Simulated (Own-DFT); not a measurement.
# Misfit strain and the stress it brings: wurtzite AlGaN with randomly placed atoms, 72 atoms (Al9Ga27N36)

Source: density functional calculations with Own-DFT, an unreviewed in-house program that is no longer used. Nothing was measured or relaxed, and spin and spin-orbit coupling are left out.

Method: PBE; PseudoDojo norm-conserving scalar-relativistic files; cutoff 42 hartree; 4 x 4 x 3 k mesh centred on Gamma; Fermi-Dirac smearing of 0.1 eV.

Limits: forces on such cells passed a denser k mesh, each cell not checked; stress not checked against mesh or cutoff.

Unstrained cell vectors in Å: (9.509, 0.000, 0.000); (-4.755, 8.235, 0.000); (0.000, 0.000, 10.268). The unstrained cell has measured lattice constants (interpolated for alloys), not those of this functional. That, the random moves and any unrelaxed bonds set the pressure at no strain. Each run strains x and y alike by e, as a substrate would, and holds the height along z. Random moves of width 0.05 Å per axis were added to every atom. The random placing of the alloy's atoms differs from row to row. Stress is positive in tension.

```
e (%),u (Å),(s_xx + s_yy)/2 (GPa),s_zz (GPa)
-3.00,0.052,-26.67,-13.51
-2.50,0.049,-22.64,-12.97
-1.50,0.047,-15.16,-10.93
-1.25,0.050,?,?
-0.75,0.051,-12.00,-8.00
0.75,0.051,-3.48,-7.89
1.00,0.052,-1.99,-7.07
1.50,0.056,-0.30,-4.32
2.25,0.052,3.56,-4.86
2.50,0.050,4.44,-4.88
```

## Worked fit

With e as a fraction, the in-plane stress is -7.2 + 541 e - 3163 e² GPa (errors 9 and 623, scatter 0.51), and s_zz is -8.3 + 165 e GPa (slope ± 17, scatter 0.96). At e = 0 the first slope is C11 + C12 and the second 2 C13, both with the ions held to the strained lattice and at the cell's own pressure. The term in e² is negative: the layer stiffens under compression and softens under tension. A free layer would change its height as e changes, and the in-plane slope would drop by 2 C13²/C33 to the biaxial modulus. At fixed height, a misfit of 1 % moves the in-plane stress by about 5.4 GPa and s_zz by 1.7 GPa.

## The run left out

The question: what are the two stresses at e = -1.25 %?

The fit gives -14.5 and -10.4 GPa. DFT gave -14.20 and -11.14 GPa.
